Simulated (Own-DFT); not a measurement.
Simulation results for GaP (zincblende, strained, atoms displaced), GaAs (zincblende with one plane slipped along a stacking-fault path, atoms displaced)

All values are calculated (Own-DFT development build). A calculation, not a measurement: plane-wave PBE density functional theory by an unreviewed code, no spin, of a simulated periodic cell, stress positive in tension, free energy of the whole cell less one offset for each atom, forces on such cells passed a denser k mesh, this cell's mesh not checked; offsets are fitted by least squares, one for each functional and potential file, so energies compare only between cells with the same atoms and settings and are not formation energies; the far tail of each file's local potential was reset to the Coulomb form; each entry is a single point on an unrelaxed cell, so the pressure reflects the starting lattice, mostly measured values (interpolated for alloys), from which strain is counted, and rises with the displacements; printed positions are rounded, which can move forces by about a meV/angstrom; the program, named Own-DFT, is a retired in-house code; no spin-orbit coupling.

Settings shared by all entries: functional PBE; potential files PseudoDojo norm-conserving, scalar-relativistic, standard set; wave cutoff 42 hartree; occupations Fermi-Dirac; smearing width 0.1 eV.

(1) GaP (zincblende, strained, atoms displaced)

```cif
# cell vector a (Å): 10.9341 0.2083 -0.1023
# cell vector b (Å): 0.2083 10.6985 -0.1446
# cell vector c (Å): -0.1023 -0.1446 10.9233
data_GaP
_symmetry_space_group_name_H-M 'P 1'
_symmetry_Int_Tables_number 1
_cell_length_a 10.9366
_cell_length_b 10.7015
_cell_length_c 10.9247
_cell_angle_alpha 91.543
_cell_angle_beta 91.087
_cell_angle_gamma 87.786
_cell_volume 1276.98
loop_
_atom_site_label
_atom_site_type_symbol
_atom_site_fract_x
_atom_site_fract_y
_atom_site_fract_z
_atom_site_occupancy
Ga1 Ga 0.00150 0.99811 0.00131 1
Ga2 Ga 0.00465 0.25006 0.24762 1
Ga3 Ga 0.25769 0.99432 0.24802 1
Ga4 Ga 0.24994 0.25017 0.98811 1
P1 P 0.11795 0.12544 0.12245 1
P2 P 0.12303 0.37728 0.37358 1
P3 P 0.37016 0.11895 0.37568 1
P4 P 0.36876 0.37012 0.11257 1
Ga5 Ga 0.99353 0.00423 0.49926 1
Ga6 Ga 0.00152 0.24299 0.74168 1
Ga7 Ga 0.25127 0.99735 0.74814 1
Ga8 Ga 0.25608 0.24433 0.49834 1
P5 P 0.12162 0.12723 0.61756 1
P6 P 0.12911 0.37889 0.87241 1
P7 P 0.37725 0.12845 0.87345 1
P8 P 0.37297 0.38055 0.62458 1
Ga9 Ga 0.00407 0.49994 0.00031 1
Ga10 Ga 0.00433 0.74701 0.25928 1
Ga11 Ga 0.25068 0.50442 0.24278 1
Ga12 Ga 0.25613 0.74328 0.99988 1
P9 P 0.12264 0.62728 0.13105 1
P10 P 0.11974 0.88412 0.37170 1
P11 P 0.37377 0.62404 0.37711 1
P12 P 0.37889 0.87770 0.12042 1
Ga13 Ga 0.00224 0.49893 0.49979 1
Ga14 Ga 0.00277 0.75494 0.75085 1
Ga15 Ga 0.24641 0.50677 0.74478 1
Ga16 Ga 0.24251 0.74743 0.49824 1
P13 P 0.12774 0.62345 0.62761 1
P14 P 0.12695 0.87424 0.87799 1
P15 P 0.38019 0.63151 0.87588 1
P16 P 0.37398 0.87030 0.62807 1
Ga17 Ga 0.50033 0.99993 0.00032 1
Ga18 Ga 0.49919 0.24654 0.23861 1
Ga19 Ga 0.74893 0.00321 0.24613 1
Ga20 Ga 0.75204 0.25112 0.98876 1
P17 P 0.62924 0.12241 0.12661 1
P18 P 0.62344 0.36586 0.38169 1
P19 P 0.87564 0.12870 0.37639 1
P20 P 0.87542 0.37657 0.12183 1
Ga21 Ga 0.50946 0.99079 0.49851 1
Ga22 Ga 0.50149 0.24711 0.74160 1
Ga23 Ga 0.74898 0.00194 0.74669 1
Ga24 Ga 0.74512 0.25375 0.49921 1
P21 P 0.62442 0.12695 0.62498 1
P22 P 0.62534 0.37981 0.87335 1
P23 P 0.87526 0.13058 0.87461 1
P24 P 0.87487 0.36342 0.62332 1
Ga25 Ga 0.50003 0.49612 0.99677 1
Ga26 Ga 0.49422 0.74483 0.24733 1
Ga27 Ga 0.75235 0.49692 0.24253 1
Ga28 Ga 0.74705 0.75127 0.99444 1
P25 P 0.62958 0.62732 0.12386 1
P26 P 0.62085 0.87151 0.37952 1
P27 P 0.86893 0.62188 0.37558 1
P28 P 0.87638 0.87049 0.12060 1
Ga29 Ga 0.50083 0.50849 0.49810 1
Ga30 Ga 0.50546 0.75710 0.74773 1
Ga31 Ga 0.75447 0.50182 0.75108 1
Ga32 Ga 0.75108 0.75796 0.50261 1
P29 P 0.62522 0.63146 0.62277 1
P30 P 0.62395 0.88017 0.88299 1
P31 P 0.87341 0.61624 0.87747 1
P32 P 0.87108 0.87487 0.62671 1
```

| Item | Value |
| --- | --- |
| k mesh | 3 x 3 x 3 centred on Gamma |
| free energy of cell above offsets | -32.012 eV |
| pressure | 4.92 GPa |
| stress xx | -4.49 GPa |
| stress yy | -5.83 GPa |
| stress zz | -4.45 GPa |
| stress yz | -3.01 GPa |
| stress xz | -1.19 GPa |
| stress xy | 4.7 GPa |

Force:
| element | x (eV/Å) | y (eV/Å) | z (eV/Å) |
| --- | --- | --- | --- |
| Ga | -0.821 | -0.028 | -0.025 |
| Ga | -0.918 | 0.348 | 0.59 |
| Ga | -1.334 | 0.567 | -0.07 |
| Ga | -0.912 | -0.544 | 0.867 |
| P | 1.819 | -0.223 | -0.317 |
| P | 1.146 | -0.244 | -0.357 |
| P | 1.642 | -0.022 | -0.534 |
| P | 0.821 | 0.721 | 0.828 |
| Ga | -0.103 | -0.438 | 0.434 |
| Ga | -0.129 | 0.64 | 1.474 |
| Ga | -0.512 | 0.443 | 0.331 |
| Ga | -0.932 | 1.023 | 0.311 |
| P | 1.263 | -0.808 | 0.11 |
| P | -0.6 | -0.019 | -0.989 |
| P | 0.396 | -0.676 | -0.795 |
| P | 0.483 | -0.254 | -0.527 |
| Ga | -0.188 | -0.277 | 0.521 |
| Ga | -1.3 | 0.232 | -0.085 |
| Ga | 0.143 | -1.044 | 0.845 |
| Ga | -0.95 | 0.58 | 0.725 |
| P | 0.435 | 0.262 | -1.303 |
| P | 0.801 | -0.544 | 0.326 |
| P | -0.288 | 0.372 | -1.021 |
| P | -0.036 | -0.586 | -0.125 |
| Ga | -0.788 | -0.123 | 0.464 |
| Ga | -0.507 | -0.702 | 0.446 |
| Ga | 1.057 | -0.719 | 1.606 |
| Ga | 0.043 | 0.543 | 0.199 |
| P | -1.175 | 0.989 | -1.152 |
| P | 0.44 | 0.13 | -0.34 |
| P | 0.305 | -0.825 | -1.113 |
| P | 0.072 | 0.392 | -1.202 |
| Ga | -0.391 | 0.772 | 0.553 |
| Ga | -0.625 | 0.237 | 1.208 |
| Ga | 0.686 | -1.024 | 1.059 |
| Ga | -0.656 | 0.453 | 1.428 |
| P | -0.173 | 0.668 | -1.516 |
| P | -0.899 | 1.63 | -1.978 |
| P | -0.468 | 0.17 | -0.862 |
| P | 0.565 | -0.638 | -0.512 |
| Ga | -1.863 | 1.215 | 1.208 |
| Ga | -0.649 | 0.968 | 1.134 |
| Ga | -0.199 | 0.195 | 1.136 |
| Ga | 0.629 | -1.25 | 0.69 |
| P | 0.47 | -0.592 | -0.981 |
| P | 0.056 | -0.568 | -1.003 |
| P | 0.913 | -1.245 | -0.938 |
| P | 0.049 | 1.652 | -0.127 |
| Ga | -0.248 | 0.518 | 0.705 |
| Ga | 0.348 | 0.143 | 0.46 |
| Ga | -0.717 | -0.125 | 1.112 |
| Ga | 0.477 | -0.504 | 0.706 |
| P | -0.664 | -0.278 | -0.334 |
| P | 1.139 | -0.42 | -2.132 |
| P | 0.637 | 0.397 | 0.102 |
| P | 0.126 | 0.116 | 0.442 |
| Ga | 0.149 | -1.042 | 0.561 |
| Ga | -0.219 | -0.335 | 0.954 |
| Ga | -0.619 | -0.67 | -0.718 |
| Ga | -0.307 | -1.075 | -0.222 |
| P | 0.762 | -0.377 | 0.124 |
| P | 0.511 | -0.061 | -1.789 |
| P | 0.762 | 1.473 | -0.404 |
| P | 1.045 | 0.429 | -0.186 |

(2) GaAs (zincblende with one plane slipped along a stacking-fault path, atoms displaced)

```cif
# cell vector a (Å): 5.6533 -5.6533 0.0000
# cell vector b (Å): 0.0000 5.6533 -5.6533
# cell vector c (Å): 11.7777 11.7777 10.3644
data_GaAs
_symmetry_space_group_name_H-M 'P 1'
_symmetry_Int_Tables_number 1
_cell_length_a 7.9950
_cell_length_b 7.9950
_cell_length_c 19.6176
_cell_angle_alpha 87.080
_cell_angle_beta 90.000
_cell_angle_gamma 120.000
_cell_volume 1084.07
loop_
_atom_site_label
_atom_site_type_symbol
_atom_site_fract_x
_atom_site_fract_y
_atom_site_fract_z
_atom_site_occupancy
Ga1 Ga 0.99691 0.99783 0.00031 1
As1 As 0.98547 0.97841 0.12669 1
Ga2 Ga 0.15970 0.31003 0.16885 1
As2 As 0.14434 0.29182 0.29203 1
Ga3 Ga 0.30662 0.11517 0.33480 1
As3 As 0.29775 0.09592 0.46167 1
Ga4 Ga 0.04317 0.08318 0.50031 1
As4 As 0.03279 0.05973 0.62433 1
Ga5 Ga 0.20201 0.39599 0.66352 1
As5 As 0.18959 0.37294 0.79301 1
Ga6 Ga 0.34570 0.19184 0.83282 1
As6 As 0.33697 0.17430 0.95668 1
Ga7 Ga 0.00334 0.50435 0.99830 1
As7 As 0.98660 0.47648 0.12372 1
Ga8 Ga 0.15385 0.80631 0.16601 1
As8 As 0.14641 0.78278 0.28983 1
Ga9 Ga 0.29935 0.60615 0.33357 1
As9 As 0.29759 0.59095 0.45663 1
Ga10 Ga 0.04187 0.58248 0.50137 1
As10 As 0.03480 0.56788 0.62688 1
Ga11 Ga 0.19542 0.88790 0.66863 1
As11 As 0.17841 0.86172 0.79130 1
Ga12 Ga 0.35847 0.70219 0.83284 1
As12 As 0.32206 0.66612 0.96041 1
Ga13 Ga 0.49930 0.00550 0.00052 1
As13 As 0.49134 0.97605 0.12560 1
Ga14 Ga 0.66533 0.31895 0.16549 1
As14 As 0.65067 0.29299 0.29065 1
Ga15 Ga 0.80802 0.10824 0.33469 1
As15 As 0.79588 0.09392 0.45766 1
Ga16 Ga 0.54917 0.08878 0.49841 1
As16 As 0.53752 0.06763 0.62552 1
Ga17 Ga 0.69600 0.39098 0.66666 1
As17 As 0.68335 0.37104 0.79136 1
Ga18 Ga 0.84583 0.19109 0.83533 1
As18 As 0.83892 0.17421 0.95606 1
Ga19 Ga 0.49395 0.49750 0.00204 1
As19 As 0.48217 0.47481 0.12290 1
Ga20 Ga 0.65529 0.81068 0.16577 1
As20 As 0.64144 0.78352 0.29224 1
Ga21 Ga 0.80631 0.61082 0.33464 1
As21 As 0.79332 0.58850 0.45917 1
Ga22 Ga 0.53608 0.57880 0.49815 1
As22 As 0.53009 0.56425 0.62736 1
Ga23 Ga 0.70069 0.88926 0.66734 1
As23 As 0.68714 0.87145 0.79151 1
Ga24 Ga 0.85058 0.70197 0.83432 1
As24 As 0.83860 0.67477 0.95893 1
```

| Quantity | Value |
| --- | --- |
| hardware | one NVIDIA H100 |
| k mesh | 4 x 4 x 2 centred on Gamma |
| free energy of cell above offsets | -12.497 eV |
| pressure | 5.71 GPa |
| stress xx | -6.63 GPa |
| stress yy | -6.83 GPa |
| stress zz | -3.67 GPa |
| stress yz | -0.91 GPa |
| stress xz | -0.37 GPa |
| stress xy | 2.58 GPa |
| wall time | 722.6 s |

Force:
| element | x (eV/Å) | y (eV/Å) | z (eV/Å) |
| --- | --- | --- | --- |
| Ga | 0.309 | 0.04 | -0.137 |
| As | 0.339 | -0.352 | -0.452 |
| Ga | -0.743 | 0.125 | 0.194 |
| As | -0.161 | -0.407 | 0.687 |
| Ga | 0.113 | -0.311 | -0.015 |
| As | -1.317 | -2.229 | -1.927 |
| Ga | 0.646 | 2.138 | 1.731 |
| As | 0.284 | 0.208 | -0.123 |
| Ga | -0.071 | 0.61 | 0.948 |
| As | -0.578 | -0.175 | -0.08 |
| Ga | -0.114 | -0.144 | -0.165 |
| As | 0.015 | 0.338 | 0.194 |
| Ga | -0.659 | 0.475 | 0.866 |
| As | 0.64 | -0.47 | -0.482 |
| Ga | -0.21 | -0.128 | 0.014 |
| As | 0.078 | 0.773 | -0.066 |
| Ga | 0.495 | 0.011 | -0.532 |
| As | -2.347 | -0.392 | -1.613 |
| Ga | 1.624 | 1.227 | 1.395 |
| As | -0.364 | -0.312 | 0.072 |
| Ga | 0.158 | -0.141 | -0.582 |
| As | 0.642 | 0.009 | -0.197 |
| Ga | -0.29 | 0.458 | 0.605 |
| As | 1.035 | -0.907 | -1.264 |
| Ga | -0.027 | -0.399 | 0.289 |
| As | -0.006 | 0.547 | -0.673 |
| Ga | -0.787 | 0.282 | 0.808 |
| As | -0.261 | -0.045 | 0.611 |
| Ga | -0.37 | 0.08 | -0.407 |
| As | -0.502 | -2.49 | -1.622 |
| Ga | 1.169 | 2.472 | 1.893 |
| As | -0.252 | -0.204 | 0.276 |
| Ga | 0.129 | 0.139 | 0.019 |
| As | 0.308 | -0.057 | 0.19 |
| Ga | -0.189 | -0.213 | -0.955 |
| As | 0.264 | 0.661 | 0.518 |
| Ga | -0.379 | -0.482 | -0.569 |
| As | 1.085 | 0.172 | -0.056 |
| Ga | -0.133 | -0.061 | 0.769 |
| As | -0.153 | -0.1 | 0.051 |
| Ga | 0.174 | -0.047 | -0.341 |
| As | -1.149 | -1.625 | -1.581 |
| Ga | 2.378 | 1.378 | 2.01 |
| As | -0.046 | -0.848 | -0.585 |
| Ga | -0.199 | 0.299 | -0.298 |
| As | 0.17 | -0.131 | -0.112 |
| Ga | -0.327 | -0.076 | 0.506 |
| As | -0.42 | 0.308 | 0.191 |

(3) GaAs (zincblende with one plane slipped along a stacking-fault path, atoms displaced)

```cif
# cell vector a (Å): 5.6533 -5.6533 0.0000
# cell vector b (Å): 0.0000 5.6533 -5.6533
# cell vector c (Å): 11.7777 11.7777 10.3644
data_GaAs
_symmetry_space_group_name_H-M 'P 1'
_symmetry_Int_Tables_number 1
_cell_length_a 7.9950
_cell_length_b 7.9950
_cell_length_c 19.6176
_cell_angle_alpha 87.080
_cell_angle_beta 90.000
_cell_angle_gamma 120.000
_cell_volume 1084.07
loop_
_atom_site_label
_atom_site_type_symbol
_atom_site_fract_x
_atom_site_fract_y
_atom_site_fract_z
_atom_site_occupancy
Ga1 Ga 0.99417 0.00062 0.00266 1
As1 As 0.98867 0.97792 0.12443 1
Ga2 Ga 0.15820 0.30720 0.16612 1
As2 As 0.14502 0.28686 0.29050 1
Ga3 Ga 0.31235 0.10996 0.33129 1
As3 As 0.28787 0.09075 0.45740 1
Ga4 Ga 0.04275 0.08417 0.49911 1
As4 As 0.03383 0.06719 0.62512 1
Ga5 Ga 0.18886 0.39251 0.66618 1
As5 As 0.18471 0.37028 0.78908 1
Ga6 Ga 0.34172 0.18906 0.83394 1
As6 As 0.33869 0.17497 0.95711 1
Ga7 Ga 0.99823 0.49606 0.00337 1
As7 As 0.98286 0.47486 0.12476 1
Ga8 Ga 0.15564 0.80350 0.16605 1
As8 As 0.13894 0.77742 0.29013 1
Ga9 Ga 0.30405 0.61130 0.33151 1
As9 As 0.29786 0.58727 0.45879 1
Ga10 Ga 0.03995 0.58117 0.50027 1
As10 As 0.03171 0.56490 0.62646 1
Ga11 Ga 0.18708 0.88679 0.66969 1
As11 As 0.19085 0.87330 0.78956 1
Ga12 Ga 0.33416 0.68656 0.83506 1
As12 As 0.34284 0.67863 0.95593 1
Ga13 Ga 0.50514 0.00525 0.99958 1
As13 As 0.48579 0.96991 0.12642 1
Ga14 Ga 0.65615 0.30755 0.16416 1
As14 As 0.64570 0.28760 0.29297 1
Ga15 Ga 0.80517 0.10354 0.33341 1
As15 As 0.79566 0.09120 0.46114 1
Ga16 Ga 0.54707 0.08921 0.49907 1
As16 As 0.52357 0.05301 0.62463 1
Ga17 Ga 0.69946 0.38452 0.66472 1
As17 As 0.68323 0.36594 0.79066 1
Ga18 Ga 0.85231 0.19769 0.83649 1
As18 As 0.83914 0.17319 0.95697 1
Ga19 Ga 0.49809 0.49681 0.99741 1
As19 As 0.49707 0.48183 0.12439 1
Ga20 Ga 0.66206 0.80667 0.16870 1
As20 As 0.64840 0.78644 0.29222 1
Ga21 Ga 0.80583 0.61136 0.33557 1
As21 As 0.80393 0.59109 0.45490 1
Ga22 Ga 0.53723 0.58136 0.49789 1
As22 As 0.53446 0.56501 0.62456 1
Ga23 Ga 0.69875 0.89010 0.66660 1
As23 As 0.68795 0.86934 0.79322 1
Ga24 Ga 0.84916 0.69812 0.83285 1
As24 As 0.84150 0.67915 0.95908 1
```

| Quantity | Value |
| --- | --- |
| hardware | one NVIDIA H100 |
| k mesh | 4 x 4 x 2 centred on Gamma |
| free energy of cell above offsets | -12.388 eV |
| pressure | 5.73 GPa |
| stress xx | -6.92 GPa |
| stress yy | -6.64 GPa |
| stress zz | -3.63 GPa |
| stress yz | -0.51 GPa |
| stress xz | -0.77 GPa |
| stress xy | 2.07 GPa |
| wall time | 790.5 s |

Force:
| element | x (eV/Å) | y (eV/Å) | z (eV/Å) |
| --- | --- | --- | --- |
| Ga | 0.079 | -0.653 | -0.321 |
| As | 0.688 | 0.028 | -0.005 |
| Ga | -0.129 | 0.048 | -0.044 |
| As | -0.003 | -0.174 | 0.403 |
| Ga | -0.307 | 0.405 | 0.169 |
| As | 0.006 | -3.382 | -1.668 |
| Ga | 1.447 | 2.385 | 1.957 |
| As | -0.107 | -0.136 | 0.014 |
| Ga | 0.425 | -0.604 | -0.154 |
| As | 0.199 | 0.132 | 0.534 |
| Ga | 0.173 | -0.093 | -0.718 |
| As | -0.205 | 0.3 | 0.556 |
| Ga | -0.236 | -0.454 | -0.789 |
| As | 0.863 | -0.313 | -0.019 |
| Ga | -0.431 | 0.227 | 0.137 |
| As | 0.135 | 0.323 | -0.315 |
| Ga | 0.463 | -0.009 | 0.223 |
| As | -3.376 | -0.399 | -2.028 |
| Ga | 2.509 | 0.817 | 1.631 |
| As | -0.343 | -0.158 | -0.384 |
| Ga | -0.187 | -0.406 | -0.722 |
| As | 0.001 | 0.524 | 0.857 |
| Ga | 0.281 | -0.704 | -0.737 |
| As | 0.069 | 0.732 | 0.73 |
| Ga | -0.067 | 0.035 | 0.278 |
| As | 0.326 | -0.3 | -0.613 |
| Ga | -0.135 | 0.389 | 0.941 |
| As | -0.151 | -0.651 | -0.143 |
| Ga | 0.486 | 0.572 | -0.431 |
| As | -1.663 | -2.367 | -1.922 |
| Ga | 0.113 | 2.903 | 1.546 |
| As | 0.14 | 0.034 | -0.163 |
| Ga | -0.404 | 0.499 | 0.261 |
| As | 0.19 | 0.157 | 0.063 |
| Ga | -0.762 | -0.492 | -0.495 |
| As | 0.475 | 0.654 | 0.153 |
| Ga | 0.436 | 0.144 | -0.291 |
| As | -0.431 | 0.134 | -0.155 |
| Ga | -0.471 | 0.099 | 0.051 |
| As | -0.402 | 0.037 | 0.443 |
| Ga | -0.295 | -0.535 | -0.357 |
| As | -2.342 | 0.609 | -0.993 |
| Ga | 3.684 | -0.247 | 1.693 |
| As | -0.182 | -0.194 | 0.29 |
| Ga | 0.05 | 0.273 | 0.089 |
| As | -0.545 | 0.38 | -0.049 |
| Ga | 0.113 | -0.279 | 0.231 |
| As | -0.18 | -0.29 | 0.262 |
